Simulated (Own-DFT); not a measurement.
# From a pressure shift to a lattice shift: C40 NbSi2, 36 atoms (Nb12Si24)

Everything here is calculated. The program is Own-DFT (plane waves, in-house, since retired, never reviewed by a person); positions were held fixed, and spin and spin-orbit coupling were off.

Known weak points: forces on such cells failed a check on a denser k mesh; stress not checked against mesh or cutoff.

Each geometry was run with PBE and with PBEsol, otherwise alike: PseudoDojo norm-conserving scalar-relativistic files made for PBE; cutoff 42 hartree; 4 x 4 x 5 k mesh centred on Gamma; cold (Marzari-Vanderbilt) smearing of 0.2 eV. Unstrained cell vectors in Å: (0.000, 8.324, 0.000); (-9.613, 0.000, 0.000); (0.000, 0.000, 6.586). Each has a uniform strain, of which the change of volume is shown, and random moves of rms u per axis.

| run | volume change (%) | u (Å) | P with PBE (GPa) | P with PBEsol (GPa) |
|---|---|---|---|---|
| 1 | -2.25 | 0.0554 | 8.12 | 4.37 |
| 2 | 1.34 | 0.0556 | 0.53 | -3.07 |
| 3 | 1.81 | 0.0494 | -0.68 | -4.26 |
| 4 | 2.76 | 0.0462 | -2.30 | -5.84 |
| 5 | -2.00 | 0.0487 | 6.47 | 2.72 |
| 6 | 0.02 | 0.0511 | 2.75 | -0.91 |
| 7 | -1.41 | 0.0527 | 6.09 | 2.36 |
| 8 | -1.46 | 0.0487 | 6.14 | 2.42 |
| 9 | 1.48 | 0.0449 | 0.34 | -3.25 |
| 10 | 0.90 | 0.0552 | 1.23 | -2.39 |
| 11 | 2.39 | 0.0459 | -1.71 | ? |

Question: by how much does PBEsol shrink this cell, and what belongs in the blank?

## Worked answer

Write v for the change of volume as a fraction. Fitted to v and u², the PBE pressure has a slope of -198 ± 7 GPa in v, with the ions held to the strained lattice. The difference PBEsol less PBE is -3.66 + 4.4 v GPa (slope ± 0.1) and averages -3.65 GPa. Divided by the mean slope of the two, 196 GPa, that makes PBEsol's volume at a given pressure, near 1 GPa, about 1.9 % smaller, or 0.62 % in lengths. At one volume PBEsol's slope is the smaller by 4 GPa, but its pressure there is lower too. If stiffness rises by about 4 GPa for each GPa, PBEsol at equal pressure is stiffer by about 10 GPa. Files made for PBEsol would give a different shift.

For run 11 the line gives -5.26 GPa. Computed: -5.25 GPa.
